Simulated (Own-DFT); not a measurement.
# Response to strain: diamond silicon, 64 atoms (Si64)

Source: density functional calculations with Own-DFT, an unreviewed in-house program that is no longer used. Nothing was measured or relaxed, and spin and spin-orbit coupling are left out.

All runs used: PBE; PseudoDojo norm-conserving scalar-relativistic files; cutoff 20 hartree; 3 x 3 x 3 k mesh centred on Gamma; Fermi-Dirac smearing of 0.1 eV.

Caveats: k mesh not checked against a denser one; stress not checked against mesh or cutoff.

Unstrained cell vectors in Å: (10.862, 0.000, 0.000); (0.000, 10.862, 0.000); (0.000, 0.000, 10.862). The unstrained cell has measured lattice constants (interpolated for alloys), not those of this functional. That, the random moves and any unrelaxed bonds set the pressure at no strain. A uniform strain is put on this cell, atoms riding along. Random moves of width 0.05 Å per axis were added to every atom. Strains are tensor components in per cent; tension counts as positive stress, and P is minus the mean normal stress.

```
run  e_xx (%)  e_yy (%)  e_zz (%)  e_yz (%)  e_xz (%)  e_xy (%)  s_xx (GPa)  s_yy (GPa)  s_zz (GPa)  s_yz (GPa)  s_xz (GPa)  s_xy (GPa)  P (GPa)  E (meV/atom)
  1     -0.07     -1.26     -1.32      0.19      0.87      1.76       -4.46       -5.60       -5.62       -0.12        2.47        3.15     5.23          16.9
  2     -0.90      0.28     -1.63     -0.15      0.23      0.73       -4.98       -3.82       -5.81       -0.19        1.28        0.93     4.87          17.0
  3     -0.32     -1.76      0.12     -1.50     -1.82     -1.49       -4.30       -5.55       -4.05       -2.86       -2.61       -2.98     4.64          28.7
  4      0.78     -0.91      0.70     -1.94      0.57     -1.43       -1.67       -3.16       -1.84       -4.39        0.62       -2.97     2.22          12.2
  5      0.58      0.13      0.83     -0.52      0.92      0.36       -1.13       -1.35       -0.87       -0.66        1.88        0.51     1.12           0.0
  6      0.67      0.46     -0.88      0.11      1.97     -1.38       -1.93       -2.08       -3.37       -0.31        3.57       -3.31     2.46           7.2
  7      0.19     -1.38     -0.71     -1.37     -1.49      0.51       -3.95       -5.52       -4.84       -3.29       -3.76        1.50     4.77          23.5
  8     -1.69     -0.35     -1.23     -0.65     -0.98      1.43       -6.94       -5.75       -6.39       -2.19       -3.33        2.96     6.36          41.1
  9      0.01      1.12      1.90     -0.71     -0.01      0.31       -0.73        0.18        0.89       -0.61       -0.50        2.09    -0.11           4.7
 10      0.61     -0.49      0.60     -1.60     -0.75     -1.95       -1.65       -2.58       -1.54       -2.25       -1.39       -3.55     1.92           7.5
 11      0.06     -0.90     -1.19     -0.47     -1.98     -1.89       -4.41       -5.31       -5.41       -1.65       -4.70       -4.98     5.04          32.7
 12     -0.87      1.02     -0.23      0.66     -1.67      1.45       -3.66       -1.91       -3.09        2.25       -3.94        3.16     2.89          17.1
 13     -0.78     -0.39     -0.73     -0.70      1.01     -0.07       -4.71       -4.26       -4.65       -1.72        2.55        0.01     4.54          14.7
 14     -1.43     -1.92     -1.40      0.72     -1.60      1.38       -7.73       -8.22       -7.72        1.13       -3.97        3.11     7.89          43.4
 15      0.19      0.07     -1.38     -0.84     -0.23      1.48       -3.50       -3.64       -4.77       -2.26       -0.99        3.47     3.97          22.8
 16      1.22      0.41     -0.54      0.50      1.70     -0.45       -0.95       -1.76       -2.67        1.34        3.50       -1.60     1.79          17.0
 17      0.28     -0.98     -1.01     -0.01     -1.43      1.58           ?           ?           ?           ?           ?           ?        ?             ?
```

E is the free energy per atom, counted from the lowest run shown.

## What the rows give

Each stress component was fitted by least squares to a constant and the strains of the runs shown, as fractions, with shears doubled. Shear strains stay in the fit of a normal stress only where such slopes are resolved. The slopes, in GPa:

```
stress  at no strain  per e_xx  per e_yy  per e_zz  scatter
  s_xx          -2.8   168 ± 6    70 ± 5    70 ± 5     0.18
  s_yy          -2.8    76 ± 8   162 ± 7    72 ± 7     0.23
  s_zz          -2.8    77 ± 5    71 ± 5   159 ± 5     0.16
```

The slope of each shear stress on twice its own strain, from a fit on all six strains: yz 115 ± 10, xz 113 ± 10, xy 115 ± 6 GPa. These are stiffnesses along x, y and z of the frame in which the cell vectors are given, which need not be the crystal's axes. These are clamped-ion slopes: internal relaxation, where symmetry allows it, would soften some. The table should be nearly symmetric about its diagonal, and what it lacks of that shows the noise. A ninth of the table's sum, 103 ± 2 GPa, estimates the bulk modulus near the mean pressure of these runs, 3.7 GPa, so it lies above the value at zero pressure.

## Check

Asked: what normal stresses and pressure should run 17 give?

From the fit: s_xx = -3.7, s_yy = -4.9, s_zz = -4.9 and P = 4.5 GPa. The run itself gave -3.84, -4.92, -4.86 and P = 4.54 GPa.
